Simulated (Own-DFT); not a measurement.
# Point defects and the pressure they add: C40 NbSi2

No measurement is shown. These are fixed-geometry runs of a retired plane-wave code named Own-DFT, which no person has reviewed; spin and spin-orbit coupling are neglected.

All runs used: PBE; PseudoDojo norm-conserving scalar-relativistic files; cutoff 42 hartree; 4 x 4 x 5 k mesh centred on Gamma; cold (Marzari-Vanderbilt) smearing of 0.2 eV.

Caveats: forces on such cells failed a check on a denser k mesh; stress not checked against mesh or cutoff.

All runs share one cell, with vectors in Å (0.000, 8.324, 0.000); (-9.613, 0.000, 0.000); (0.000, 0.000, 6.586) and a volume of 527.0 Å³. Atoms were moved at random from their sites; u is the rms move along one axis. The defect's site can differ from row to row.

```
                    cell   formula   u (Å)  P (GPa)
               no defect  Nb12Si24  0.0197     1.51
               no defect  Nb12Si24  0.0207     1.51
               no defect  Nb12Si24  0.0501     2.65
two Si on a Nb site each  Nb10Si26  0.0280     1.44
two Si on a Nb site each  Nb10Si26  0.0309     1.66
two Si on a Nb site each  Nb10Si26  0.0487     1.99
two Nb on a Si site each  Nb14Si22  0.0284     7.50
two Nb on a Si site each  Nb14Si22  0.0340     7.68
two Nb on a Si site each  Nb14Si22  0.0446     7.91
          one Si vacancy  Nb12Si23  0.0332     1.09
          one Si vacancy  Nb12Si23  0.0334     1.16
          one Si vacancy  Nb12Si23  0.0464        ?
          one Si vacancy  Nb12Si23  0.0487     1.53
```

## Worked fit

P = P0 + c u² + a shift for each defect gives P0 = 1.42 GPa, c = 421 ± 48 GPa/Å² and a scatter of 0.12 GPa. The shifts, and each times the cell's volume:

- two Nb on a Si site each: 5.72 ± 0.10 GPa, 18.8 eV (9.4 eV for each of its 2 sites)
- two Si on a Nb site each: -0.30 ± 0.10 GPa, -1.0 eV (-0.5 eV for each of its 2 sites)
- one Si vacancy: -0.81 ± 0.10 GPa, -2.7 eV

A positive shift means that the defect pushes the cell outwards. Shift times volume (160.2 GPa Å³ is 1 eV) depends little on the cell's size, so, taken for each site, it can be compared between cells at like pressure. The atoms around the defects weren't relaxed, which would change these numbers.

## Prediction

Asked: what pressure belongs in the blank (one Si vacancy, u = 0.0464 Å)?

The fit gives 1.52 ± 0.14 GPa. The hidden result is 1.50 GPa.
